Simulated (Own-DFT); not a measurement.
# Strain and stress in wurtzite GaN, 72 atoms (Ga36N36)

These are calculations, not measurements. The program, named Own-DFT, is a retired in-house plane-wave density functional code that no person has reviewed. Each row is one single-point run on a periodic cell that was not relaxed, without spin or spin-orbit coupling.

Settings of every run: PBE; PseudoDojo norm-conserving scalar-relativistic files (stringent for Ga); cutoff 96 hartree; 4 x 4 x 3 k mesh centred on Gamma; Gaussian smearing of 0.01 eV.

Known limits: forces not confirmed at this smearing and k mesh; stress not checked against mesh or cutoff.

Unstrained cell vectors in Å: (9.567, 0.000, 0.000); (-4.784, 8.285, 0.000); (0.000, 0.000, 10.370). The unstrained cell has measured lattice constants (interpolated for alloys), not those of this functional. That, the random moves and any unrelaxed bonds set the pressure at no strain. Each run strains this cell uniformly, with the atoms carried along. Every atom was also moved at random, by a Gaussian of width 0.05 Å on each axis. Strain is the symmetric tensor, in per cent. Stress is positive in tension, and the pressure is minus a third of its trace.

| run | e_xx (%) | e_yy (%) | e_zz (%) | e_yz (%) | e_xz (%) | e_xy (%) | s_xx (GPa) | s_yy (GPa) | s_zz (GPa) | s_yz (GPa) | s_xz (GPa) | s_xy (GPa) | P (GPa) | E (meV/atom) |
|---|---|---|---|---|---|---|---|---|---|---|---|---|---|---|
| 1 | -1.71 | -0.77 | -1.12 | -0.82 | 0.15 | -1.53 | -17.46 | -11.60 | -15.91 | -1.97 | 0.55 | -5.54 | 14.99 | 44.6 |
| 2 | -0.80 | -0.57 | -0.47 | 1.93 | 0.76 | 1.81 | -9.89 | -12.33 | -11.09 | 3.81 | 2.28 | 5.25 | 11.10 | 34.3 |
| 3 | 1.02 | 0.14 | -1.03 | -0.10 | -1.63 | 1.96 | -3.98 | -5.46 | -12.00 | 0.26 | -3.45 | 5.56 | 7.15 | 20.9 |
| 4 | -1.02 | 1.37 | 0.70 | 1.30 | 0.47 | -1.17 | -7.66 | -2.25 | -4.97 | 2.43 | 0.39 | -3.19 | 4.96 | 7.2 |
| 5 | 0.60 | -1.98 | 0.70 | -1.39 | 1.57 | 0.30 | -6.01 | -15.52 | -5.54 | -2.23 | 3.53 | 0.85 | 9.02 | 37.1 |
| 6 | -1.95 | 0.02 | 1.01 | 0.26 | 1.50 | 1.44 | -15.13 | -8.49 | -3.47 | 0.50 | 3.50 | 4.34 | 9.03 | 19.4 |
| 7 | -1.89 | -0.47 | 1.10 | 1.74 | -1.96 | -0.96 | -14.37 | -11.92 | -3.94 | 4.66 | -3.85 | -2.54 | 10.08 | 29.0 |
| 8 | -0.92 | 1.68 | -0.09 | 1.14 | -1.24 | -0.34 | -10.00 | -1.11 | -6.04 | 1.56 | -3.19 | -1.43 | 5.72 | 7.2 |
| 9 | 0.80 | -0.05 | -1.74 | 0.81 | -1.50 | 0.44 | -3.55 | -9.12 | -16.07 | 2.48 | -3.86 | 2.30 | 9.58 | 27.3 |
| 10 | -1.74 | 0.22 | 0.50 | -0.03 | 1.29 | 0.90 | -12.91 | -7.75 | -5.74 | 0.35 | 2.13 | 1.91 | 8.80 | 9.2 |
| 11 | 1.92 | -1.92 | 0.51 | -0.12 | 1.36 | 1.30 | -1.52 | -13.68 | -5.67 | 0.04 | 3.05 | 3.73 | 6.96 | 30.8 |
| 12 | -0.62 | 1.47 | 0.37 | -0.65 | -0.87 | -1.05 | -6.38 | -1.45 | -5.53 | -1.06 | -2.16 | -3.31 | 4.45 | 0.0 |
| 13 | 0.46 | -0.09 | -0.70 | -0.64 | 1.43 | 0.09 | -7.11 | -5.83 | -11.18 | -1.35 | 4.10 | -0.27 | 8.04 | 21.8 |
| 14 | -0.57 | 1.71 | -0.95 | 0.66 | -0.26 | -0.23 | -7.63 | -1.45 | -11.02 | 0.74 | -0.70 | -0.18 | 6.70 | 8.2 |
| 15 | -0.07 | -0.30 | 0.44 | -0.61 | -1.89 | -1.24 | ? | ? | ? | ? | ? | ? | ? | ? |

E is the free energy for each atom above the lowest run shown.

## Worked fit

Each stress component was fitted by least squares to a constant and the strains of the runs shown, as fractions, with shears doubled. Shear strains stay in the fit of a normal stress only where such slopes are resolved. The slopes, in GPa:

```
stress,at no strain,per e_xx,per e_yy,per e_zz,scatter
s_xx,-6.9,427 ± 32,143 ± 32,94 ± 41,1.21
s_yy,-7.5,97 ± 29,434 ± 28,34 ± 37,1.09
s_zz,-7.7,67 ± 18,94 ± 18,504 ± 23,0.69
```

Each shear stress against twice its own strain: yz 97 ± 8, xz 111 ± 8, xy 145 ± 8 GPa. These are stiffnesses along x, y and z of the frame in which the cell vectors are given, which need not be the crystal's axes. The atoms are held to the strained lattice; where symmetry lets them move under strain, relaxing them would lower some slopes. The table should be nearly symmetric about its diagonal, and what it lacks of that shows the noise. A ninth of its sum, 211 ± 7 GPa, estimates the bulk modulus near the mean pressure of these runs, 8.3 GPa, so it lies above the value at zero pressure.

## Withheld run

Question: what normal stresses and pressure should run 15 give?

The fit gives s_xx = -7.2, s_yy = -8.7, s_zz = -5.8 and P = 7.2 GPa. The calculation gave -6.78, -7.05, -6.21 and P = 6.68 GPa.
